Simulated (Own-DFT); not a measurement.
# Computed records: GaN (wurtzite, strained, atoms displaced)

A calculation, not a measurement: plane-wave PBE density functional theory by an unreviewed code, no spin, of a simulated periodic cell, stress positive in tension, free energy of the whole cell less one offset for each atom, forces on such cells passed a denser k mesh, this cell's mesh not checked; offsets are fitted by least squares, one for each functional and potential file, so energies compare only between cells with the same atoms and settings and are not formation energies; the far tail of each file's local potential was reset to the Coulomb form; each entry is a single point on an unrelaxed cell, so the pressure reflects the starting lattice, mostly measured values (interpolated for alloys), from which strain is counted, and rises with the displacements; printed positions are rounded, which can move forces by about a meV/angstrom; the program, named Own-DFT, is a retired in-house code; no spin-orbit coupling. Program: Own-DFT development build.

Settings shared by all entries: functional PBE; potential files PseudoDojo norm-conserving, scalar-relativistic, standard set with the stringent files for Ga; wave cutoff 96 hartree; occupations Gaussian; smearing width 0.01 eV; k mesh 3 x 4 x 3 centred on Gamma.

(1) GaN (wurtzite, strained, atoms displaced)

```
cell vectors (Å)
  12.7560     0.0000     0.0000
  -4.7835     8.2853     0.0000
   0.0000     0.0000    10.6033
atoms (fractions of the cell vectors)
Ga  0.08220  0.22375  0.00241
Ga  0.16925  0.10206  0.25717
N   0.08467  0.22254  0.18216
N   0.17085  0.11485  0.44029
Ga  0.08632  0.23197  0.50050
Ga  0.16891  0.12441  0.74857
N   0.08423  0.21668  0.68643
N   0.16713  0.10976  0.93514
Ga  0.08437  0.55743  0.99959
Ga  0.17108  0.44243  0.25327
N   0.08186  0.55481  0.19017
N   0.16386  0.44956  0.43732
Ga  0.08991  0.56733  0.49852
Ga  0.16906  0.44895  0.73589
N   0.07819  0.55359  0.68849
N   0.16904  0.45093  0.93785
Ga  0.08379  0.89099  0.00220
Ga  0.16506  0.77915  0.24713
N   0.07689  0.87935  0.18605
N   0.16365  0.77238  0.43699
Ga  0.09151  0.88884  0.50231
Ga  0.16154  0.78303  0.75191
N   0.08797  0.88420  0.68830
N   0.16312  0.78578  0.93763
Ga  0.34215  0.22533  0.00202
Ga  0.42332  0.10746  0.25399
N   0.33435  0.22680  0.18678
N   0.42146  0.12072  0.44202
Ga  0.33212  0.22303  0.50762
Ga  0.41739  0.10259  0.75048
N   0.33963  0.22810  0.69040
N   0.41796  0.11668  0.94534
Ga  0.32919  0.55591  0.99452
Ga  0.40812  0.44365  0.25282
N   0.33933  0.55322  0.19211
N   0.41615  0.44520  0.43831
Ga  0.32685  0.55561  0.50242
Ga  0.41733  0.44398  0.76257
N   0.33159  0.55535  0.68761
N   0.42026  0.44504  0.93610
Ga  0.33858  0.89565  0.99997
Ga  0.42247  0.78077  0.24958
N   0.33479  0.88849  0.18786
N   0.41330  0.77181  0.44123
Ga  0.33438  0.89489  0.49963
Ga  0.41946  0.78958  0.74778
N   0.32211  0.87609  0.68852
N   0.41445  0.77546  0.93944
Ga  0.58382  0.22807  0.00049
Ga  0.67054  0.11956  0.24426
N   0.58371  0.21701  0.19076
N   0.66138  0.10117  0.44275
Ga  0.58247  0.21844  0.50312
Ga  0.66465  0.10871  0.75143
N   0.58157  0.22445  0.69266
N   0.66145  0.11105  0.94213
Ga  0.58422  0.55054  0.00346
Ga  0.66200  0.44999  0.25869
N   0.57869  0.55088  0.18899
N   0.67213  0.44604  0.43403
Ga  0.57579  0.55641  0.49901
Ga  0.67038  0.44770  0.75873
N   0.57239  0.55201  0.69528
N   0.66204  0.43714  0.93741
Ga  0.58339  0.88837  0.00272
Ga  0.66581  0.77580  0.24690
N   0.58248  0.88764  0.19277
N   0.66561  0.78367  0.43896
Ga  0.58546  0.88191  0.50270
Ga  0.66381  0.78375  0.75374
N   0.58283  0.89368  0.68893
N   0.66103  0.77104  0.94735
Ga  0.82992  0.21956  0.00767
Ga  0.91402  0.10655  0.23980
N   0.83828  0.22836  0.18766
N   0.91687  0.11470  0.43016
Ga  0.83174  0.22888  0.50060
Ga  0.90968  0.09851  0.75051
N   0.84483  0.22069  0.68054
N   0.91898  0.11596  0.94421
Ga  0.83344  0.55807  0.00620
Ga  0.91475  0.43755  0.25146
N   0.83187  0.55218  0.18103
N   0.91783  0.44275  0.43724
Ga  0.83968  0.55812  0.50008
Ga  0.92328  0.44208  0.74565
N   0.84188  0.55952  0.68129
N   0.91044  0.43578  0.94372
Ga  0.82772  0.88262  0.00653
Ga  0.92293  0.78871  0.24756
N   0.84159  0.88387  0.19072
N   0.91403  0.76899  0.43460
Ga  0.82903  0.88818  0.50254
Ga  0.91942  0.78152  0.75087
N   0.83285  0.88805  0.69436
N   0.91753  0.78171  0.93786
```

- free energy of cell above offsets: -5.754 eV
- pressure: 2.77 GPa
- stress xx: -5.54 GPa
- stress yy: -4.42 GPa
- stress zz: 1.65 GPa
- stress yz: 0.68 GPa
- stress xz: -0.18 GPa
- stress xy: 0.76 GPa

Force:
```
element  x (eV/Å)  y (eV/Å)  z (eV/Å)
     Ga     1.084     0.332    -0.795
     Ga    -0.656     0.936    -1.228
      N     0.394    -0.366     1.484
      N    -0.411    -0.462     0.057
     Ga    -0.647    -1.515    -0.393
     Ga     1.879    -1.643     0.921
      N    -1.645     1.002    -0.525
      N     0.009     0.833     0.328
     Ga    -0.629    -0.026     0.243
     Ga    -0.938     0.219    -0.916
      N     0.734    -0.011    -0.188
      N     0.737    -0.355     0.104
     Ga    -1.126    -2.134     0.723
     Ga    -0.768    -0.606     1.852
      N     1.885     1.299    -0.924
      N    -0.514    -0.868    -0.887
     Ga    -0.634     0.569    -0.418
     Ga     0.666    -0.842     0.099
      N     1.605     1.732     0.017
      N     0.793     2.118    -0.861
     Ga    -1.975     0.029     0.095
     Ga     1.568    -1.795     1.264
      N    -2.621     2.032    -0.994
      N     1.626    -0.821     0.146
     Ga    -2.513     0.103      0.28
     Ga    -1.459      0.54    -0.099
      N     0.683    -1.135     0.576
      N    -0.626    -1.155    -0.348
     Ga      0.58     0.775    -0.293
     Ga    -1.243     0.654     0.431
      N     -0.29    -0.895     0.235
      N      1.15    -0.988      -1.5
     Ga     1.153    -0.365     0.971
     Ga     2.412    -1.009     0.604
      N    -2.518     1.502    -1.389
      N    -1.045    -0.349     0.025
     Ga     1.205     -0.13     0.039
     Ga    -0.952    -0.179    -1.748
      N     0.858     0.693     0.095
      N    -0.706     0.149     1.785
     Ga    -0.886    -0.755     0.228
     Ga    -1.163    -0.938     0.802
      N    -0.112    -0.131     0.186
      N     0.043     1.147    -0.305
     Ga     0.388    -0.593    -0.101
     Ga    -0.229      -1.9     0.574
      N     0.895     1.571    -0.387
      N     0.276     0.905    -0.542
     Ga     0.295    -1.045     0.917
     Ga     0.594    -1.073     1.535
      N    -0.562     1.388    -0.673
      N     0.144     1.045    -0.704
     Ga     0.644     0.994     0.079
     Ga     0.635     1.472     0.145
      N     0.887    -0.185    -0.339
      N     0.828    -0.391    -0.473
     Ga    -0.605    -0.032     0.145
     Ga     1.476    -0.508    -1.397
      N    -0.137     0.451      0.03
      N    -0.991    -0.192     1.816
     Ga     1.555     -0.11     0.873
     Ga    -0.247     0.378    -1.715
      N     2.209     1.446        -1
      N     0.523     1.573     0.444
     Ga    -0.675    -0.107      0.28
     Ga     0.422    -0.006     0.571
      N     1.023     0.944    -0.901
      N     1.245    -1.486    -0.651
     Ga    -2.024     0.869    -0.072
     Ga     0.551    -1.413     0.398
      N     0.289    -0.319    -0.045
      N     0.375     0.756      -0.9
     Ga     0.179     0.267    -1.274
     Ga     0.842     0.759     1.404
      N    -0.511    -1.714     0.084
      N     0.178    -0.372     0.605
     Ga     0.769    -1.253    -0.703
     Ga     1.013     1.955     1.061
      N    -2.065    -0.105     1.081
      N    -0.893    -1.302     -0.68
     Ga       0.4    -0.323    -1.377
     Ga    -0.237     1.906      0.12
      N    -0.388     0.247       2.1
      N     0.174     0.613    -0.183
     Ga    -0.624    -0.538    -0.391
     Ga    -1.924    -0.826      1.46
      N    -0.995     -0.54     1.447
      N     0.373     1.057    -1.138
     Ga      0.83      0.75    -0.803
     Ga      0.45    -3.224     1.685
      N    -3.412     0.762    -0.963
      N     0.116     2.028     0.323
     Ga     1.309     0.534    -0.602
     Ga     0.481    -0.571     0.117
      N    -0.454    -1.231    -1.027
      N    -0.384    -0.503    -0.024
```

(2) GaN (wurtzite, strained, atoms displaced)

```
cell vectors (Å)
  12.7560     0.0000     0.0000
  -4.7835     8.2853     0.0000
   0.0000     0.0000    10.6033
atoms (fractions of the cell vectors)
Ga  0.08712  0.21914  0.99866
Ga  0.17072  0.11444  0.25425
N   0.08479  0.22926  0.19132
N   0.16684  0.11338  0.43652
Ga  0.08647  0.22808  0.49803
Ga  0.16550  0.11181  0.74279
N   0.07664  0.21234  0.68979
N   0.16148  0.10915  0.94124
Ga  0.08172  0.55708  0.00768
Ga  0.16415  0.42636  0.25783
N   0.08870  0.56279  0.19026
N   0.16006  0.44010  0.44038
Ga  0.07839  0.54439  0.51411
Ga  0.16697  0.44315  0.74418
N   0.08393  0.55024  0.68420
N   0.16148  0.45351  0.93357
Ga  0.08116  0.88910  0.00647
Ga  0.15762  0.76974  0.25286
N   0.08268  0.89265  0.18623
N   0.16669  0.76936  0.43965
Ga  0.08790  0.90163  0.49275
Ga  0.16825  0.77752  0.75582
N   0.08872  0.89388  0.68135
N   0.17539  0.78429  0.92993
Ga  0.33446  0.22062  0.99925
Ga  0.41939  0.11664  0.25550
N   0.32900  0.22662  0.18948
N   0.41973  0.11011  0.44270
Ga  0.33040  0.21105  0.49561
Ga  0.41869  0.11651  0.74776
N   0.33976  0.23425  0.68715
N   0.41905  0.11593  0.93815
Ga  0.33016  0.56241  0.99912
Ga  0.41361  0.44312  0.24938
N   0.32828  0.55324  0.19281
N   0.42130  0.44548  0.45012
Ga  0.33232  0.55717  0.50332
Ga  0.41100  0.43751  0.75311
N   0.33935  0.56177  0.68689
N   0.41840  0.45357  0.94654
Ga  0.32722  0.88050  0.99648
Ga  0.42413  0.77670  0.24152
N   0.34566  0.90641  0.18773
N   0.41164  0.77671  0.43739
Ga  0.33676  0.88512  0.50774
Ga  0.41501  0.78783  0.74949
N   0.33596  0.88560  0.69394
N   0.41604  0.78231  0.94496
Ga  0.57811  0.22149  0.00309
Ga  0.66266  0.10464  0.25105
N   0.58464  0.23048  0.18877
N   0.66068  0.11758  0.44426
Ga  0.57938  0.22162  0.49548
Ga  0.67243  0.12014  0.75079
N   0.58995  0.22325  0.68467
N   0.66099  0.10038  0.93032
Ga  0.58748  0.55324  0.99010
Ga  0.66032  0.44723  0.25351
N   0.58335  0.55344  0.18207
N   0.65121  0.43481  0.43946
Ga  0.58249  0.55184  0.49446
Ga  0.67356  0.44644  0.74990
N   0.58139  0.55141  0.69105
N   0.65924  0.43927  0.93470
Ga  0.58612  0.88245  0.00687
Ga  0.66504  0.77741  0.24865
N   0.58558  0.89253  0.18508
N   0.66560  0.78370  0.43225
Ga  0.58487  0.89600  0.49867
Ga  0.65968  0.77260  0.75215
N   0.57925  0.87835  0.69066
N   0.66449  0.76901  0.93444
Ga  0.83852  0.22305  0.00241
Ga  0.91549  0.11804  0.24703
N   0.82763  0.22137  0.18521
N   0.92101  0.11344  0.44010
Ga  0.82837  0.21923  0.50458
Ga  0.91721  0.12403  0.75365
N   0.82944  0.22140  0.69026
N   0.91443  0.10560  0.93378
Ga  0.82807  0.55531  0.99586
Ga  0.91751  0.44790  0.25510
N   0.83811  0.55633  0.18494
N   0.91391  0.44218  0.43714
Ga  0.83655  0.55601  0.50322
Ga  0.91870  0.44432  0.74723
N   0.83544  0.55038  0.69401
N   0.92061  0.44738  0.93688
Ga  0.83728  0.89184  0.99360
Ga  0.92117  0.78531  0.25700
N   0.84510  0.88848  0.19286
N   0.91386  0.77892  0.43969
Ga  0.82928  0.88685  0.49471
Ga  0.91721  0.77936  0.75360
N   0.82979  0.88772  0.69692
N   0.91853  0.77705  0.94109
```

- free energy of cell above offsets: -4.870 eV
- pressure: 2.94 GPa
- stress xx: -5.39 GPa
- stress yy: -5.1 GPa
- stress zz: 1.68 GPa
- stress yz: -0.34 GPa
- stress xz: -0.02 GPa
- stress xy: 1.06 GPa

Force:
```
element  x (eV/Å)  y (eV/Å)  z (eV/Å)
     Ga     -1.63     1.477     0.355
     Ga    -0.875    -0.485    -0.952
      N     0.092    -2.619    -1.293
      N     0.024     0.773    -0.182
     Ga    -0.466    -1.218      1.04
     Ga     0.649     -0.11     1.096
      N     0.452     1.539    -0.844
      N     1.625     -0.22    -1.017
     Ga    -0.038     0.409    -0.577
     Ga     -0.79     3.837     0.097
      N    -0.096    -1.989    -0.087
      N     0.955     0.712     0.108
     Ga    -0.383     1.241    -3.194
     Ga      0.72     -0.01     0.924
      N    -0.455     0.626     2.045
      N     1.348    -1.258      0.15
     Ga     0.749    -0.087    -0.938
     Ga      1.68     1.927     0.546
      N     0.739     0.132     1.033
      N    -0.796     0.683     0.348
     Ga     0.439    -2.677     1.105
     Ga    -0.454     0.094    -1.841
      N    -0.175    -0.782     0.469
      N    -2.567    -1.086     1.649
     Ga    -0.664     0.606     0.249
     Ga    -0.277    -0.069    -0.534
      N     1.245    -0.435    -0.118
      N    -1.323    -1.036      -0.5
     Ga     0.372     1.842     0.959
     Ga     0.656      0.18     0.491
      N    -0.653    -2.812    -0.646
      N    -0.711    -0.831    -0.663
     Ga     0.179    -0.824     0.304
     Ga     0.435     0.774     0.466
      N     0.457     0.117    -0.504
      N    -2.099    -1.024     -1.99
     Ga     0.591    -0.071    -0.347
     Ga      0.68     2.431     0.584
      N     -1.14    -0.559     0.523
      N    -0.502    -1.181    -1.016
     Ga     1.227     2.373     1.716
     Ga     -2.58     0.079     1.283
      N    -0.778    -2.073    -0.358
      N     1.541    -0.016    -0.551
     Ga    -1.175    -0.008    -0.825
     Ga     2.823    -1.705     1.455
      N    -2.358     1.617    -1.107
      N     0.922    -0.266    -0.854
     Ga     1.359    -0.458    -0.173
     Ga    -0.559     1.652     0.253
      N     0.347     -0.78     0.189
      N     1.983    -0.905    -1.529
     Ga     0.053     0.589     1.878
     Ga    -1.118    -2.215     0.273
      N    -1.194     0.102    -0.045
      N     0.428     1.085     1.811
     Ga    -1.538     0.211      1.37
     Ga     1.724     0.218    -0.315
      N    -0.885     0.723     0.242
      N     2.694     1.297    -0.805
     Ga    -0.588     1.634     2.119
     Ga     -1.77    -0.594    -0.286
      N     0.474    -0.107    -0.425
      N      1.94    -0.226    -0.198
     Ga    -0.623     0.505     -2.08
     Ga     1.295    -0.127    -0.394
      N     0.883     -0.43     0.563
      N     0.002    -0.551     0.249
     Ga    -0.547    -1.222     0.962
     Ga     0.775    -0.176      -0.5
      N    -0.464     1.779    -0.898
      N     0.298     1.271     0.996
     Ga    -1.342    -0.132    -0.803
     Ga     0.484    -0.885     0.613
      N     0.611     0.184      0.61
      N    -1.173     -0.03    -0.437
     Ga     0.518     0.014    -0.535
     Ga      0.25    -2.157    -0.524
      N     1.095     0.893     -0.84
      N     0.354     1.297     0.978
     Ga     0.794    -0.606     0.881
     Ga    -0.009    -0.133    -0.954
      N    -1.107     0.327     0.582
      N     0.179    -0.206     0.803
     Ga    -1.056    -0.115    -0.095
     Ga     0.344    -0.115     1.221
      N     0.037     1.298    -1.092
      N    -0.761    -0.297    -0.144
     Ga    -0.499    -1.066     0.995
     Ga     0.595    -1.769    -0.548
      N    -3.035     1.148    -1.356
      N     0.784    -0.258     0.262
     Ga     0.077     0.581     1.446
     Ga     0.076      0.45    -0.579
      N     0.228      0.36    -1.092
      N    -0.029    -0.073    -0.707
```

(3) GaN (wurtzite, strained, atoms displaced)

```
cell vectors (Å)
  12.7560     0.0000     0.0000
  -4.7835     8.2853     0.0000
   0.0000     0.0000    10.6033
atoms (fractions of the cell vectors)
Ga  0.08649  0.22264  0.99545
Ga  0.16624  0.11582  0.25257
N   0.08153  0.22301  0.19366
N   0.16637  0.11541  0.43508
Ga  0.08846  0.23240  0.49719
Ga  0.16937  0.11758  0.75219
N   0.08355  0.21854  0.68843
N   0.17200  0.11285  0.93225
Ga  0.08221  0.55172  0.00972
Ga  0.16170  0.43354  0.25061
N   0.09031  0.55370  0.19035
N   0.17242  0.45530  0.43837
Ga  0.08996  0.56769  0.50127
Ga  0.16550  0.44129  0.75566
N   0.08254  0.56097  0.68686
N   0.16725  0.43759  0.93777
Ga  0.07826  0.88025  0.00133
Ga  0.16318  0.77432  0.24844
N   0.08141  0.88833  0.18507
N   0.16017  0.76399  0.44094
Ga  0.08816  0.90069  0.49773
Ga  0.16413  0.76838  0.75413
N   0.08258  0.88628  0.68152
N   0.16579  0.77401  0.93385
Ga  0.33057  0.22565  0.00181
Ga  0.41933  0.10531  0.25376
N   0.33852  0.22770  0.19005
N   0.42459  0.11925  0.43239
Ga  0.33098  0.21555  0.50514
Ga  0.42033  0.11389  0.75446
N   0.33038  0.21584  0.69418
N   0.41573  0.09056  0.94215
Ga  0.32436  0.53605  0.00681
Ga  0.41565  0.44090  0.24987
N   0.33690  0.55625  0.18669
N   0.41842  0.45262  0.43647
Ga  0.33387  0.54995  0.50351
Ga  0.41219  0.43908  0.75085
N   0.33797  0.54655  0.68267
N   0.41427  0.43821  0.93713
Ga  0.33389  0.89023  0.99757
Ga  0.41910  0.78417  0.25183
N   0.33483  0.88515  0.18564
N   0.42057  0.78408  0.44983
Ga  0.33210  0.89008  0.50364
Ga  0.41461  0.78202  0.75891
N   0.33668  0.89716  0.68805
N   0.41189  0.78485  0.93782
Ga  0.58656  0.22699  0.00064
Ga  0.66321  0.10776  0.25123
N   0.57717  0.21556  0.18489
N   0.66841  0.10497  0.43641
Ga  0.57821  0.21795  0.50403
Ga  0.66643  0.10801  0.75074
N   0.58720  0.22414  0.68365
N   0.67012  0.11132  0.93710
Ga  0.58328  0.56513  0.99709
Ga  0.67120  0.45029  0.24809
N   0.58690  0.56775  0.19101
N   0.67493  0.44893  0.43941
Ga  0.57785  0.55840  0.49630
Ga  0.66485  0.44604  0.75247
N   0.58337  0.56251  0.68900
N   0.66754  0.45110  0.93598
Ga  0.58831  0.89270  0.99703
Ga  0.67201  0.77625  0.25438
N   0.59240  0.89180  0.18939
N   0.67091  0.78072  0.43481
Ga  0.57700  0.89615  0.49792
Ga  0.66271  0.76420  0.74527
N   0.58960  0.88577  0.68353
N   0.66061  0.77897  0.94097
Ga  0.83306  0.22827  0.00204
Ga  0.91557  0.11409  0.25067
N   0.83108  0.22143  0.18851
N   0.91761  0.11609  0.43557
Ga  0.83920  0.21695  0.49217
Ga  0.91612  0.10980  0.74695
N   0.83980  0.22482  0.69012
N   0.91789  0.11081  0.93520
Ga  0.82792  0.54143  0.99704
Ga  0.92049  0.45211  0.24604
N   0.83615  0.56592  0.19236
N   0.91646  0.43331  0.43601
Ga  0.82625  0.55104  0.50339
Ga  0.91242  0.43650  0.75526
N   0.83964  0.56225  0.67872
N   0.91614  0.44789  0.94178
Ga  0.82242  0.87811  0.99378
Ga  0.91519  0.77834  0.24550
N   0.83164  0.89141  0.19262
N   0.91707  0.78124  0.44324
Ga  0.82623  0.87253  0.50245
Ga  0.91055  0.76985  0.75026
N   0.83264  0.89254  0.68289
N   0.91449  0.78126  0.93792
```

- free energy of cell above offsets: -4.618 eV
- pressure: 3.17 GPa
- stress xx: -4.48 GPa
- stress yy: -6.33 GPa
- stress zz: 1.31 GPa
- stress yz: -0.64 GPa
- stress xz: -0.67 GPa
- stress xy: -0.01 GPa

Force:
```
element  x (eV/Å)  y (eV/Å)  z (eV/Å)
     Ga    -0.651    -1.638     0.687
     Ga     0.715    -0.403    -0.702
      N     0.417    -0.838    -1.529
      N      0.78     0.426     0.178
     Ga    -0.979    -0.502     0.608
     Ga    -0.438    -2.065     -0.58
      N    -0.223     0.846    -0.476
      N    -0.748    -0.688     1.298
     Ga     0.485     0.566    -1.308
     Ga     1.124     1.828     0.983
      N    -1.246     0.137    -0.414
      N     0.005    -0.721    -0.295
     Ga    -0.932    -4.037     0.982
     Ga         0     0.356    -1.512
      N     0.821    -1.713     0.532
      N    -1.156     0.754     0.203
     Ga      0.32     0.872    -0.769
     Ga      0.73     0.572     0.566
      N     0.501     0.313     0.406
      N     0.091     4.766    -1.901
     Ga    -0.575    -1.927     0.681
     Ga    -0.615     1.877    -0.896
      N     0.114     0.546     1.226
      N    -0.366    -0.403     1.425
     Ga     1.603    -1.385      0.44
     Ga    -1.132     0.228     -1.15
      N    -0.454    -1.414    -0.349
      N    -1.668    -1.216     1.068
     Ga     0.168     1.004    -0.462
     Ga     0.004    -0.436     0.384
      N     1.045      0.74      -1.1
      N    -0.727      4.98    -1.309
     Ga     0.627     2.382    -0.434
     Ga       0.4     1.238     0.317
      N    -0.716    -0.252     0.651
      N     0.218    -1.856    -0.135
     Ga    -0.545     1.292    -0.352
     Ga     0.902     0.163     0.171
      N    -2.035     1.082     1.396
      N      0.32     0.852     -0.12
     Ga     -0.91    -2.219     1.531
     Ga      1.05    -0.799     0.151
      N    -1.066     0.248     0.472
      N    -1.811    -1.485    -1.917
     Ga    -0.019    -0.203    -0.148
     Ga     1.066    -0.418    -1.565
      N    -0.166    -0.866     0.053
      N     2.261    -1.931      0.38
     Ga    -0.483    -1.182    -0.062
     Ga      0.46     0.447     0.037
      N     1.107     1.462     0.141
      N    -0.889      1.53     0.018
     Ga     2.089      1.23    -0.867
     Ga     0.869    -0.126    -0.533
      N    -0.507     0.071     1.244
      N    -0.641     0.731    -0.196
     Ga    -0.128    -1.251     1.292
     Ga    -0.805     -0.72     0.687
      N      0.34    -2.171    -1.071
      N    -2.881    -1.479    -0.849
     Ga     1.625     0.363     0.251
     Ga     0.614     0.213    -1.275
      N     0.284    -3.395     -0.82
      N    -0.513     -0.72     0.135
     Ga    -2.069     0.056     1.247
     Ga    -0.926     1.056     0.152
      N    -1.255    -0.571    -0.483
      N    -1.551    -0.626     0.651
     Ga      2.85    -0.507     1.053
     Ga    -0.135     3.546     0.778
      N     -1.49     0.359     0.837
      N     0.825    -0.579    -1.763
     Ga     1.103    -1.329     0.154
     Ga    -0.229    -0.587     0.186
      N    -0.151     0.939     -0.47
      N     2.195    -1.497    -0.123
     Ga    -1.942     0.737     1.392
     Ga     0.337    -0.193     0.459
      N    -1.178    -0.435    -0.639
      N    -0.358     -0.05     0.446
     Ga    -0.573     2.569     1.088
     Ga    -0.154    -1.066     1.385
      N     0.561     -1.76    -1.671
      N    -0.359     1.971    -0.239
     Ga     2.854     0.942    -1.031
     Ga     0.286     1.197    -1.126
      N    -0.728    -1.707     2.418
      N     0.993    -0.389      -0.4
     Ga     1.097     1.891     1.294
     Ga    -0.351      1.41     1.542
      N     0.915     0.195    -1.404
      N     0.983    -0.629    -1.336
     Ga     0.285     2.084     -0.28
     Ga      0.72      1.83    -0.496
      N     0.162    -1.144     1.126
      N      0.16    -1.366    -0.242
```
